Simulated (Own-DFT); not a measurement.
Si$_{2}$SnGe$_{13}$ (diamond-structure random alloy, atoms displaced) (calculated)

Computed with Own-DFT development build. A calculation, not a measurement: plane-wave density functional theory by an unreviewed code, no spin, of a simulated periodic cell, stress positive in tension, run twice, with PBE and with PBEsol, both on files made for PBE, so the change isn't that of files made for PBEsol, forces on such cells moved up to 12 meV/angstrom on a denser k mesh; the far tail of each file's local potential was reset to the Coulomb form; each entry is a single point on an unrelaxed cell, so the pressure reflects the starting lattice, mostly measured values (interpolated for alloys), from which strain is counted, and rises with the displacements; printed positions are rounded, which can move forces by about a meV/angstrom; the program, named Own-DFT, is a retired in-house code; no spin-orbit coupling; stress was not checked against mesh or cutoff.

Common to all runs: functional PBE, then PBEsol; potential files PseudoDojo norm-conserving, scalar-relativistic, standard set; wave cutoff 49 hartree; occupations Fermi-Dirac; smearing width 0.1 eV; k mesh 3 x 3 x 3 centred on Gamma.

(1) Si$_{2}$SnGe$_{13}$ (diamond-structure random alloy, atoms displaced)

```
Si2SnGe13
1.0
     11.3631     0.0000     0.0000
      0.0000    11.3631     0.0000
      0.0000     0.0000    11.3631
Ge Si Ge Sn Ge Si Ge Si Ge Si Ge Sn Ge Si Ge Si Ge Sn Si Ge
3 1 6 2 6 1 1 1 9 1 3 1 13 2 5 1 4 1 1 2
Direct
  0.99678 0.00502 0.99871
  0.00537 0.24669 0.25481
  0.25232 0.00197 0.25130
  0.24773 0.25060 0.00027
  0.12710 0.12627 0.12819
  0.12009 0.37112 0.37408
  0.37523 0.12306 0.37891
  0.37339 0.37826 0.12826
  0.99900 0.99843 0.49941
  0.00018 0.24805 0.75161
  0.24929 0.00117 0.75167
  0.24939 0.24800 0.49528
  0.12656 0.12556 0.62938
  0.12736 0.37322 0.87936
  0.37541 0.12265 0.87928
  0.37446 0.37779 0.62432
  0.00211 0.49934 0.99879
  0.00145 0.75010 0.25067
  0.25081 0.49696 0.25104
  0.25368 0.74564 0.00308
  0.12729 0.62604 0.12926
  0.12492 0.87605 0.37225
  0.37957 0.62226 0.37153
  0.37818 0.87109 0.12672
  0.00068 0.50183 0.50261
  0.99795 0.75102 0.75267
  0.25461 0.50072 0.74682
  0.24760 0.75079 0.49930
  0.12413 0.62887 0.62644
  0.12560 0.87243 0.87576
  0.37316 0.62502 0.87691
  0.38101 0.87527 0.62323
  0.50088 0.99718 0.99673
  0.50307 0.24980 0.24580
  0.75281 0.00097 0.25555
  0.75054 0.25186 0.00301
  0.63053 0.12424 0.12011
  0.62587 0.37072 0.37062
  0.87336 0.12483 0.37695
  0.87609 0.37034 0.12203
  0.49965 0.99897 0.50040
  0.50319 0.25016 0.74735
  0.74700 0.99602 0.75032
  0.74678 0.25053 0.49694
  0.62609 0.12174 0.62645
  0.62467 0.37220 0.87546
  0.87840 0.12452 0.87825
  0.87537 0.37384 0.62535
  0.50332 0.50051 0.99835
  0.50092 0.75130 0.25027
  0.74670 0.49822 0.24903
  0.75173 0.74999 0.00045
  0.62714 0.62584 0.12409
  0.62331 0.87386 0.37746
  0.87266 0.62413 0.37378
  0.87491 0.87627 0.12716
  0.50232 0.50109 0.50029
  0.50081 0.74716 0.75329
  0.75164 0.50104 0.75017
  0.74562 0.74958 0.50249
  0.62523 0.63167 0.62646
  0.62435 0.87539 0.87905
  0.87532 0.62361 0.87737
  0.87364 0.87552 0.62266
```

It finds PBE pressure 4.17 GPa; PBE stress xx -4.16 GPa; PBE stress yy -4.16 GPa; PBE stress zz -4.2 GPa; PBE stress yz 0.05 GPa; PBE stress xz -0.04 GPa; PBE stress xy 0.17 GPa; PBEsol pressure 1.34 GPa; PBEsol stress xx -1.32 GPa; PBEsol stress yy -1.33 GPa; PBEsol stress zz -1.37 GPa; PBEsol stress yz 0.05 GPa; PBEsol stress xz -0.03 GPa; PBEsol stress xy 0.17 GPa; rms change of force components from PBE to PBEsol 0.035 eV/Å.

Force:
```tsv
force element	PBE force x (eV/Å)	PBE force y (eV/Å)	PBE force z (eV/Å)	PBEsol force x (eV/Å)	PBEsol force y (eV/Å)	PBEsol force z (eV/Å)
Ge	0.612	-1.17	0.933	0.612	-1.097	0.87
Ge	-1.095	-0.033	-0.669	-1.056	-0.034	-0.643
Ge	0.146	-0.403	-0.255	0.133	-0.388	-0.24
Si	0.646	-0.099	0.485	0.631	-0.098	0.475
Ge	0.166	-0.015	-0.642	0.127	-0.04	-0.582
Ge	-0.088	2.027	-0.693	-0.114	1.922	-0.649
Ge	1.58	-0.84	-1.655	1.526	-0.824	-1.604
Ge	0.046	-0.104	-0.855	0.081	-0.139	-0.798
Ge	0.287	0.381	0.253	0.272	0.368	0.242
Ge	0.028	0.32	0.039	0.03	0.304	0.038
Sn	0.601	-0.785	-0.117	0.584	-0.759	-0.115
Sn	-0.201	0.541	0.974	-0.198	0.52	0.95
Ge	-2.055	0.107	-0.745	-1.994	0.103	-0.719
Ge	0.202	0.077	-0.654	0.15	0.106	-0.668
Ge	0.654	1.642	0.664	0.664	1.551	0.613
Ge	1.023	0.224	0.345	0.994	0.224	0.338
Ge	0.255	0.37	0.75	0.213	0.325	0.689
Ge	-0.274	-0.052	-0.587	-0.266	-0.042	-0.504
Si	-0.598	0.528	0.024	-0.544	0.476	0.059
Ge	-0.496	-0.102	-0.026	-0.482	-0.029	-0.024
Si	0.156	-0.66	-0.019	0.12	-0.606	-0.051
Ge	0.071	0.066	0.24	0.068	0.062	0.239
Ge	-0.609	0.232	-0.12	-0.586	0.217	-0.05
Ge	0.026	0.298	0.133	-0.01	0.323	0.092
Ge	-0.151	-0.097	-0.255	-0.153	-0.097	-0.245
Ge	-0.142	-0.038	-0.132	-0.133	-0.04	-0.129
Ge	-0.461	0.338	0.822	-0.474	0.296	0.758
Ge	0.665	-0.064	-0.218	0.642	-0.056	-0.206
Ge	0.12	-0.235	0.114	0.117	-0.231	0.104
Ge	-0.831	-0.665	1.264	-0.808	-0.639	1.215
Si	0.627	-0.499	0.036	0.576	-0.451	-0.004
Ge	-0.069	-0.936	-0.204	-0.065	-0.901	-0.204
Ge	0.25	0.023	0.537	0.207	0.062	0.549
Ge	-0.439	-0.512	0.003	-0.417	-0.486	0.008
Sn	-0.546	-0.707	-0.932	-0.569	-0.639	-0.861
Ge	0.078	-0.265	-0.785	0.079	-0.263	-0.755
Ge	-1.249	0.359	-0.358	-1.21	0.362	-0.343
Ge	-0.406	0.522	0.372	-0.387	0.503	0.359
Ge	1.534	1.333	1.292	1.488	1.292	1.254
Ge	0.438	0.505	0.792	0.414	0.484	0.759
Ge	0.313	0.081	-0.036	0.301	0.072	-0.03
Ge	-0.568	-0.128	0.322	-0.542	-0.125	0.312
Ge	0.308	0.044	0.603	0.328	0.073	0.542
Ge	0.365	-0.13	0.568	0.357	-0.129	0.542
Ge	-0.03	0.224	-0.329	-0.036	0.217	-0.321
Ge	0.094	0.548	0.08	0.125	0.496	0.045
Ge	-1.058	0.331	-0.674	-1.009	0.322	-0.645
Ge	-0.088	-0.037	-0.001	-0.085	-0.028	0.001
Si	-0.633	0.198	0.008	-0.577	0.158	0.044
Si	0.238	-0.365	0.006	0.235	-0.357	0.008
Ge	0.599	-0.102	-0.24	0.577	-0.097	-0.231
Ge	0.074	0.644	0.14	0.072	0.555	0.137
Ge	-0.733	0.04	0.054	-0.643	0.035	0.055
Ge	-0.947	-0.876	0.338	-0.887	-0.814	0.372
Ge	0.01	0.063	0.202	0.01	0.061	0.202
Si	1.007	-0.861	-1.051	0.99	-0.846	-1.032
Ge	-0.544	-1.022	-0.895	-0.537	-0.987	-0.869
Ge	-1.355	1.506	1.762	-1.309	1.468	1.636
Ge	0.546	-0.969	0.814	0.536	-0.938	0.791
Ge	1.838	1.319	-1.711	1.781	1.288	-1.658
Sn	-0.151	-1.499	0.341	-0.145	-1.456	0.328
Si	0.121	-0.448	-0.475	0.118	-0.44	-0.467
Ge	0.062	0.017	-0.184	0.058	0.015	-0.184
Ge	0.028	-0.188	0.21	0.023	-0.182	0.203
```

(2) Si$_{2}$SnGe$_{13}$ (diamond-structure random alloy, atoms displaced)

```
Si2SnGe13
1.0
     11.3631     0.0000     0.0000
      0.0000    11.3631     0.0000
      0.0000     0.0000    11.3631
Si Ge Sn Ge Si Ge Si Ge Sn Ge Sn Ge Si Ge Sn Ge Si Ge Si Ge Si Ge
1 4 1 4 1 5 1 1 1 6 1 11 2 1 1 7 1 7 1 2 1 4
Direct
  0.99857 0.99750 0.00197
  0.99638 0.24880 0.24634
  0.25106 0.00750 0.24843
  0.24907 0.25460 0.99703
  0.12611 0.12651 0.12613
  0.12514 0.37712 0.37763
  0.37279 0.12505 0.37712
  0.37818 0.37972 0.12391
  0.99608 0.00409 0.50000
  0.00226 0.25443 0.74653
  0.25340 0.99749 0.74871
  0.24767 0.24567 0.50098
  0.12381 0.12052 0.62321
  0.12763 0.37655 0.87756
  0.37222 0.12293 0.87503
  0.37718 0.37214 0.62575
  0.00061 0.49814 0.00080
  0.00061 0.74774 0.24739
  0.25060 0.49724 0.25350
  0.25372 0.74991 0.99886
  0.12532 0.62734 0.12512
  0.12595 0.87420 0.37201
  0.37341 0.62354 0.38044
  0.37912 0.87796 0.12491
  0.00018 0.50141 0.49963
  0.00055 0.75181 0.75036
  0.24422 0.49951 0.74664
  0.24385 0.74505 0.49558
  0.12716 0.62198 0.62677
  0.12080 0.87447 0.87899
  0.37726 0.62292 0.87407
  0.37938 0.87870 0.62095
  0.49690 0.00194 0.99772
  0.50098 0.24841 0.25062
  0.75099 0.00299 0.25282
  0.74971 0.24968 0.99734
  0.62046 0.12244 0.12678
  0.62028 0.37441 0.37438
  0.87015 0.12648 0.37611
  0.87193 0.37454 0.12549
  0.50099 0.00116 0.50315
  0.49933 0.24783 0.75041
  0.75098 0.00283 0.74922
  0.75074 0.24716 0.50174
  0.62991 0.12477 0.62354
  0.62561 0.37640 0.87063
  0.87682 0.12708 0.87337
  0.87734 0.37587 0.62067
  0.49928 0.50223 0.99557
  0.50152 0.75242 0.24919
  0.74594 0.50097 0.24989
  0.74952 0.74959 0.99595
  0.62461 0.62447 0.12394
  0.62262 0.87439 0.37781
  0.87497 0.62694 0.37523
  0.87718 0.87360 0.12498
  0.49815 0.50110 0.50000
  0.49793 0.74968 0.75019
  0.74953 0.50000 0.74908
  0.74754 0.75195 0.49715
  0.62125 0.62531 0.62501
  0.62561 0.87345 0.87157
  0.87264 0.62655 0.87831
  0.87622 0.87213 0.62539
```

It finds PBE pressure 4.23 GPa; PBE stress xx -4.23 GPa; PBE stress yy -4.21 GPa; PBE stress zz -4.25 GPa; PBE stress yz 0.37 GPa; PBE stress xz 0.06 GPa; PBE stress xy 0.2 GPa; PBEsol pressure 1.4 GPa; PBEsol stress xx -1.4 GPa; PBEsol stress yy -1.37 GPa; PBEsol stress zz -1.42 GPa; PBEsol stress yz 0.35 GPa; PBEsol stress xz 0.07 GPa; PBEsol stress xy 0.18 GPa; rms change of force components from PBE to PBEsol 0.037 eV/Å.

Force:
```tsv
force element	PBE force x (eV/Å)	PBE force y (eV/Å)	PBE force z (eV/Å)	PBEsol force x (eV/Å)	PBEsol force y (eV/Å)	PBEsol force z (eV/Å)
Si	0.199	0.585	-0.04	0.193	0.567	-0.039
Ge	-0.76	-0.724	0.216	-0.708	-0.67	0.176
Ge	0.105	-0.902	0.107	0.104	-0.867	0.108
Ge	0.502	-0.456	0.609	0.485	-0.438	0.588
Ge	-0.599	-0.121	-0.83	-0.549	-0.086	-0.767
Sn	-1.946	-2.468	1.088	-1.893	-2.398	1.067
Ge	-0.444	0.972	-0.872	-0.439	0.943	-0.848
Ge	1.089	-1.03	-1.217	1.017	-1.033	-1.145
Ge	-0.161	-0.511	-0.609	-0.119	-0.523	-0.548
Ge	0.138	-0.336	0.264	0.129	-0.326	0.25
Si	-0.606	-0.144	0.159	-0.59	-0.141	0.152
Ge	0.885	-0.438	0.959	0.858	-0.429	0.927
Ge	0.48	0.01	0.767	0.435	0.046	0.701
Ge	-0.875	0.36	-0.273	-0.809	0.316	-0.3
Ge	-0.313	0.173	-0.443	-0.261	0.199	-0.395
Ge	-0.231	0.318	-0.359	-0.26	0.273	-0.315
Si	-0.228	0.318	0.162	-0.223	0.312	0.158
Ge	-0.088	0.281	0.244	-0.08	0.271	0.234
Sn	1.449	1.996	-2.06	1.415	1.951	-2.003
Ge	-0.168	0.17	0.188	-0.171	0.163	0.184
Ge	-0.576	0.042	-1.174	-0.532	0.074	-1.104
Ge	-0.377	0.544	-0.052	-0.367	0.516	-0.047
Ge	1.46	0.918	0.277	1.366	0.922	0.241
Ge	-0.572	-0.076	0.066	-0.549	-0.071	0.057
Ge	-1.021	1.138	0.932	-0.986	1.098	0.905
Sn	0.085	-0.834	0.129	0.078	-0.807	0.129
Ge	1.185	-0.38	0.481	1.142	-0.369	0.464
Ge	0.618	0.701	0.693	0.602	0.669	0.657
Ge	0.023	-0.237	-1.061	0.023	-0.238	-1.034
Ge	1.686	1.563	0.721	1.642	1.449	0.693
Ge	-0.409	-0.14	-0.111	-0.429	-0.089	-0.139
Ge	-2.365	-1.966	1.721	-2.254	-1.93	1.651
Ge	0.537	-0.373	-0.071	0.515	-0.361	-0.059
Ge	-0.279	0.427	0.128	-0.302	0.375	0.089
Ge	-0.047	-0.438	-0.043	-0.089	-0.457	-0.074
Ge	-0.35	-0.042	0.28	-0.334	-0.036	0.268
Ge	0.614	0.204	-0.367	0.589	0.198	-0.352
Si	0.229	0.255	0.495	0.257	0.212	0.446
Si	0.547	0.08	-0.287	0.537	0.076	-0.277
Ge	0.204	0.332	-0.434	0.174	0.287	-0.392
Sn	0.397	0.716	-0.852	0.385	0.689	-0.832
Ge	0.291	-0.095	0.023	0.282	-0.086	0.018
Ge	0.234	-0.434	0.072	0.224	-0.419	0.064
Ge	-0.15	0.793	-0.817	-0.151	0.765	-0.724
Ge	0.402	1.034	1.334	0.396	1	1.297
Ge	-0.424	0.004	0.559	-0.377	-0.026	0.508
Ge	0.411	-0.3	0.282	0.359	-0.261	0.243
Ge	-0.386	0.13	0.354	-0.366	0.126	0.349
Si	0.451	-0.326	0.272	0.441	-0.319	0.266
Ge	-0.218	-0.458	0.319	-0.208	-0.433	0.309
Ge	0.061	-0.4	0.459	0.092	-0.358	0.405
Ge	-0.198	0.283	0.74	-0.189	0.269	0.709
Ge	-0.382	0.04	-0.462	-0.336	0.071	-0.415
Ge	1.427	-0.85	-1.126	1.347	-0.79	-1.127
Ge	-0.462	0.128	0.154	-0.407	0.092	0.116
Ge	-0.342	0.335	-0.128	-0.357	0.287	-0.093
Si	0.338	-0.507	-0.024	0.29	-0.456	0.013
Ge	-0.02	0.146	-0.211	-0.011	0.14	-0.206
Ge	0.243	0.163	-0.236	0.227	0.157	-0.223
Si	0.157	-0.262	0.406	0.153	-0.253	0.398
Ge	0.423	-0.003	-0.584	0.41	0.001	-0.497
Ge	-0.165	0.45	0.137	-0.16	0.433	0.131
Ge	-0.073	-1.54	0.48	-0.108	-1.457	0.436
Ge	-1.638	1.18	-1.53	-1.554	1.183	-1.451
```

(3) Si$_{2}$SnGe$_{13}$ (diamond-structure random alloy, atoms displaced)

```
Si2SnGe13
1.0
     11.3631     0.0000     0.0000
      0.0000    11.3631     0.0000
      0.0000     0.0000    11.3631
Ge Sn Ge Si Ge Si Ge Si Ge Sn Ge Sn Ge Si Ge Si Ge Si Ge Si Ge Sn Ge
6 1 4 1 10 1 6 1 4 1 1 1 3 1 4 1 3 1 8 2 1 1 2
Direct
  0.00717 0.99923 0.99752
  0.00052 0.25042 0.24606
  0.25266 0.00075 0.24589
  0.24863 0.24742 0.99709
  0.11907 0.12455 0.12382
  0.12415 0.37383 0.37861
  0.37254 0.12528 0.37820
  0.37873 0.37455 0.12144
  0.00464 0.99754 0.50140
  0.00106 0.24692 0.74585
  0.25208 0.00182 0.75416
  0.25032 0.24643 0.49823
  0.12499 0.12620 0.62278
  0.12829 0.37484 0.87174
  0.37667 0.12749 0.87407
  0.37374 0.37595 0.62214
  0.00062 0.50046 0.00064
  0.99909 0.75235 0.25012
  0.24663 0.49853 0.24974
  0.25375 0.75031 0.00381
  0.12521 0.62702 0.12106
  0.12092 0.87358 0.37668
  0.37112 0.62572 0.36996
  0.37265 0.87136 0.12480
  0.00220 0.49998 0.49932
  0.00281 0.75053 0.75352
  0.25003 0.49784 0.75630
  0.24708 0.74824 0.49605
  0.12769 0.62400 0.62329
  0.12613 0.87920 0.87177
  0.37411 0.62171 0.87375
  0.37307 0.87374 0.62705
  0.50059 0.00004 0.99838
  0.50110 0.24866 0.25293
  0.75109 0.99692 0.25026
  0.75370 0.25066 0.00222
  0.62523 0.12864 0.12632
  0.62825 0.37582 0.37613
  0.87622 0.12380 0.37346
  0.87589 0.37514 0.12659
  0.49981 0.99950 0.50036
  0.50008 0.24727 0.74628
  0.74536 0.99812 0.75206
  0.75172 0.24891 0.49963
  0.62281 0.12441 0.62318
  0.62488 0.37576 0.87452
  0.87655 0.12678 0.87208
  0.87283 0.36950 0.62300
  0.50015 0.50210 0.99855
  0.49916 0.75174 0.24668
  0.74752 0.50098 0.25727
  0.75229 0.75017 0.99723
  0.62850 0.62303 0.12025
  0.62747 0.87819 0.37701
  0.87766 0.62678 0.36909
  0.87099 0.87551 0.12659
  0.49685 0.50018 0.49875
  0.49972 0.75055 0.75039
  0.75563 0.50189 0.74825
  0.74941 0.75565 0.49706
  0.63008 0.62285 0.61885
  0.62428 0.87168 0.87293
  0.87762 0.62237 0.87513
  0.87659 0.87327 0.62518
```

Results for Si$_{2}$SnGe$_{13}$ (diamond-structure random alloy, atoms displaced): PBE pressure 4.29 GPa; PBE stress xx -4.28 GPa; PBE stress yy -4.32 GPa; PBE stress zz -4.28 GPa; PBE stress yz -0.22 GPa; PBE stress xz 0.13 GPa; PBE stress xy -0.28 GPa; PBEsol pressure 1.46 GPa; PBEsol stress xx -1.45 GPa; PBEsol stress yy -1.49 GPa; PBEsol stress zz -1.45 GPa; PBEsol stress yz -0.21 GPa; PBEsol stress xz 0.13 GPa; PBEsol stress xy -0.25 GPa; rms change of force components from PBE to PBEsol 0.035 eV/Å.

Force:
```tsv
force element	PBE force x (eV/Å)	PBE force y (eV/Å)	PBE force z (eV/Å)	PBEsol force x (eV/Å)	PBEsol force y (eV/Å)	PBEsol force z (eV/Å)
Ge	-1.019	-0.358	-0.227	-1.019	-0.297	-0.178
Ge	-0.079	0.094	0.723	-0.081	0.089	0.699
Ge	-1.496	-0.991	-0.497	-1.453	-0.964	-0.487
Ge	0.101	0.219	0.391	0.104	0.214	0.369
Ge	0.955	0.004	0.024	0.922	0.002	0.017
Ge	0.365	-0.432	-0.267	0.319	-0.379	-0.296
Sn	0.532	-0.499	-0.103	0.529	-0.492	-0.197
Ge	-0.451	-0.08	0.42	-0.438	-0.073	0.406
Ge	-0.66	0.39	0.015	-0.636	0.375	0.014
Ge	0.004	0.479	0.227	0.001	0.456	0.216
Ge	-0.348	-0.031	-0.445	-0.3	0.003	-0.46
Si	-1.342	1.657	1.443	-1.323	1.631	1.419
Ge	0.666	-0.194	0.03	0.607	-0.221	0.061
Ge	-0.837	-0.41	0.472	-0.799	-0.394	0.456
Ge	0.041	-0.265	0.168	0.034	-0.265	0.154
Ge	-0.37	-0.434	0.168	-0.322	-0.394	0.192
Ge	0.159	-0.368	-0.138	0.153	-0.346	-0.134
Ge	0.193	-0.121	-0.626	0.18	-0.12	-0.6
Ge	0.429	0.1	-0.142	0.381	0.069	-0.165
Ge	-0.744	0.047	-1.273	-0.693	0.018	-1.198
Ge	-0.121	-0.044	0.584	-0.112	-0.046	0.566
Ge	0.674	0.267	-0.606	0.645	0.255	-0.579
Si	0.559	0.183	-0.112	0.506	0.142	-0.077
Ge	0.841	0.53	0.207	0.775	0.545	0.163
Ge	-0.643	0.01	0.194	-0.612	0.002	0.178
Ge	0.185	0.025	-0.229	0.142	-0.009	-0.253
Ge	0.147	0.237	-1.162	0.144	0.228	-1.12
Ge	0.651	-0.033	0.028	0.586	-0.004	0.065
Ge	-0.086	-0.051	0.535	-0.088	-0.046	0.512
Si	0.439	-0.63	0.48	0.43	-0.615	0.469
Ge	0.213	0.627	0.217	0.208	0.604	0.22
Ge	0.169	0.205	-0.554	0.139	0.175	-0.5
Ge	-1.725	0.045	0.305	-1.677	0.048	0.291
Ge	-0.245	2.231	0.081	-0.229	2.166	0.071
Sn	0.646	-0.146	1.059	0.632	-0.144	1.035
Ge	0.458	1.238	-1.589	0.475	1.172	-1.506
Sn	-1.008	0.497	-1.303	-0.977	0.482	-1.266
Ge	-0.676	-0.276	0.3	-0.653	-0.268	0.287
Ge	1.233	0.813	1.059	1.192	0.79	1.023
Ge	-0.24	0.513	0.088	-0.229	0.481	0.083
Si	0.665	-1.015	0.992	0.662	-0.996	0.975
Ge	0.235	0.856	0.361	0.198	0.792	0.325
Ge	1.622	1.375	-1.489	1.576	1.337	-1.445
Ge	-0.3	-0.311	-0.204	-0.286	-0.295	-0.196
Ge	0.18	-0.428	-0.247	0.199	-0.381	-0.203
Si	0.507	0.176	-0.397	0.462	0.139	-0.354
Ge	-0.055	-0.418	0.268	-0.053	-0.404	0.263
Ge	0.31	0.924	0.393	0.332	0.858	0.344
Ge	0.374	-0.529	-0.338	0.329	-0.484	-0.296
Si	0.192	-0.535	0.541	0.225	-0.484	0.491
Ge	0.379	0.026	-0.986	0.374	0.021	-0.956
Ge	1.007	-1.083	0.986	0.977	-1.056	0.962
Ge	-0.364	0.468	0.758	-0.33	0.429	0.702
Ge	-1.89	-1.507	1.017	-1.798	-1.426	0.946
Ge	-0.412	0.251	1.08	-0.374	0.218	1.014
Ge	1.949	-1.241	-1.726	1.889	-1.211	-1.668
Ge	0.028	0.415	-0.527	0.064	0.365	-0.473
Ge	-0.988	-1.76	-1.542	-0.966	-1.701	-1.49
Si	-0.714	-0.622	0.144	-0.667	-0.576	0.111
Si	0.443	-0.72	0.096	0.432	-0.7	0.092
Ge	0.035	0.366	0.424	-0.027	0.352	0.407
Sn	-0.216	0.14	0.671	-0.209	0.141	0.65
Ge	-0.188	0.059	-0.221	-0.145	0.097	-0.18
Ge	-0.373	0.064	-0.002	-0.328	0.093	0.027
```
